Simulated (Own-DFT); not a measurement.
# Which defects push the lattice out? zincblende InP

Everything here is calculated. The program is Own-DFT (plane waves, in-house, since retired, never reviewed by a person); positions were held fixed, and spin and spin-orbit coupling were off.

Method: PBE; PseudoDojo norm-conserving scalar-relativistic files; cutoff 36 hartree; 2 x 3 x 3 k mesh centred on Gamma; Fermi-Dirac smearing of 0.1 eV.

Caveats (not all hold for every row): not probed for a lower state with spin; forces on such cells failed a check on a denser k mesh; forces not confirmed at this smearing and k mesh; stress not checked against mesh or cutoff.

All runs share one cell, with vectors in Å (17.606, 0.000, 0.000); (0.000, 11.737, 0.000); (0.000, 0.000, 11.737) and a volume of 2425.5 Å³. The atoms are randomly displaced, by u rms on each axis. The defect's site can differ from row to row.

| cell | formula | u (Å) | P (GPa) |
|---|---|---|---|
| no defect | In48P48 | 0.0211 | 3.21 |
| no defect | In48P48 | 0.0466 | 3.57 |
| no defect | In48P48 | 0.0518 | 3.66 |
| one In on a P site | In49P47 | 0.0291 | 3.85 |
| one In on a P site | In49P47 | 0.0509 | 4.21 |
| one In on a P site | In49P47 | 0.0522 | 4.14 |
| one In on a P site and one P on an In site | In48P48 | 0.0321 | 3.54 |
| one In on a P site and one P on an In site | In48P48 | 0.0507 | 3.92 |
| one In on a P site and one P on an In site | In48P48 | 0.0511 | 3.92 |
| two P vacancies | In48P46 | 0.0487 | 3.38 |
| two P vacancies | In48P46 | 0.0504 | 3.41 |
| two P vacancies | In48P46 | 0.0544 | 3.46 |
| two P on an In site each | In46P50 | 0.0303 | ? |
| two P on an In site each | In46P50 | 0.0304 | 3.03 |
| two P on an In site each | In46P50 | 0.0464 | 3.25 |
| two P on an In site each | In46P50 | 0.0496 | 3.29 |

## Analysis

P = P0 + c u² + a shift for each defect gives P0 = 3.14 GPa, c = 196 ± 12 GPa/Å² and a scatter of 0.04 GPa. The shifts, and each times the cell's volume:

- one In on a P site: 0.53 ± 0.03 GPa, 8.0 eV
- one In on a P site and one P on an In site: 0.25 ± 0.03 GPa, 3.8 eV
- two P vacancies: -0.23 ± 0.03 GPa, -3.5 eV (-1.8 eV for each of its 2 sites)
- two P on an In site each: -0.31 ± 0.03 GPa, -4.7 eV (-2.3 eV for each of its 2 sites)

Against the defect-free cell, a freed cell would be larger where the shift is positive and smaller where it is negative (160.2 GPa Å³ is 1 eV). The atoms around the defects weren't relaxed, which would change these numbers.

## Prediction

Q: what pressure belongs in the blank (two P on an In site each, u = 0.0303 Å)?

Estimate: 3.01 ± 0.04 GPa. The run itself gave 3.02 GPa.
